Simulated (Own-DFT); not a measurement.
# Hybrid less PBE against volume: monoclinic HfO2, 94 atoms (Hf32O62), with two O vacancies

These are calculations. Each geometry was run twice at fixed positions with Own-DFT, a retired in-house plane-wave program that no person has reviewed: with PBE, and with HSE06 (exact exchange share 0.25 at short range, screening 0.11 per bohr, Gygi-Baldereschi treatment of its divergence). Both used PseudoDojo norm-conserving files made for PBE, a cutoff of 48 hartree, the Gamma point alone, fixed occupations, a neutral cell and no spin. The unstrained cell is 10.1 Å across at its thinnest, so Gamma alone is coarse and defects feel their images. The hafnium file keeps the 4f electrons in the core, and its forces lie about 75 meV/Å off all-electron values. The oxygen file's force components were 24 meV/Å off all-electron values in a glass.

Unstrained cell vectors in Å: (10.234, 0.000, 0.000); (0.000, 10.350, 0.000); (-1.695, 0.000, 10.445), volume V0 = 1106.4 Å³, from measured lattice constants. Each geometry has its own random strain of a few per cent, its own defect sites and random moves of rms u per axis. HSE06 gave the energy alone. D is its energy less that of PBE, over the lowest D shown. The PBE stress wasn't checked against mesh or cutoff.

| run | V - V0 (Å³) | u (Å) | P with PBE (GPa) | D (eV) |
|---|---|---|---|---|
| 1 | -26.7 | 0.0478 | 11.43 | 0.590 |
| 2 | -23.6 | 0.0286 | 9.32 | 0.629 |
| 3 | -4.5 | 0.0535 | 6.39 | 1.413 |
| 4 | -3.3 | 0.0522 | 5.56 | 1.572 |
| 5 | -21.9 | 0.0502 | 11.38 | 0.839 |
| 6 | -47.8 | 0.0304 | 16.26 | 0.000 |
| 7 | -36.4 | 0.0483 | 15.26 | 0.433 |
| 8 | 7.4 | 0.0452 | 3.17 | 1.406 |
| 9 | 13.5 | 0.0477 | 1.69 | 1.735 |
| 10 | 2.0 | 0.0287 | 4.42 | 1.157 |
| 11 | 6.0 | 0.0312 | 2.43 | 1.375 |
| 12 | -45.5 | 0.0500 | 17.98 | 0.290 |
| 13 | -4.3 | 0.0476 | 5.89 | 1.311 |
| 14 | -1.3 | 0.0511 | 5.86 | ? |

## Analysis

D = 1.02 + 0.0254 (V - V0) + 163 u² eV, with an error of 0.0013 on the volume slope, 35 on the last term and a scatter of 0.09 eV. Pressure is -dE/dV, and 1 eV/Å³ is 160.2 GPa, so HSE06 changes the pressure by -4.1 ± 0.2 GPa. With the ions held to the strained lattice, the PBE pressure falls by 291 ± 10 GPa per unit of volume strain; the shape of the strain isn't fitted, so the true error is larger, and a relaxed crystal would be softer. On that slope HSE06's volume at a given pressure is about 1.4 % smaller, or 0.5 % in lengths. At u = 0 and V0 the PBE pressure is 3.3 GPa, which puts the zero-pressure volume, against the measured cell and with the defects in, at +1.1 % for PBE and -0.3 % for HSE06, each good to a few tenths of a per cent.

## Prediction

Q: what D should run 14 give?

The fitted form gives 1.42 eV, with rows scattering by 0.09. DFT gave 1.418 eV.
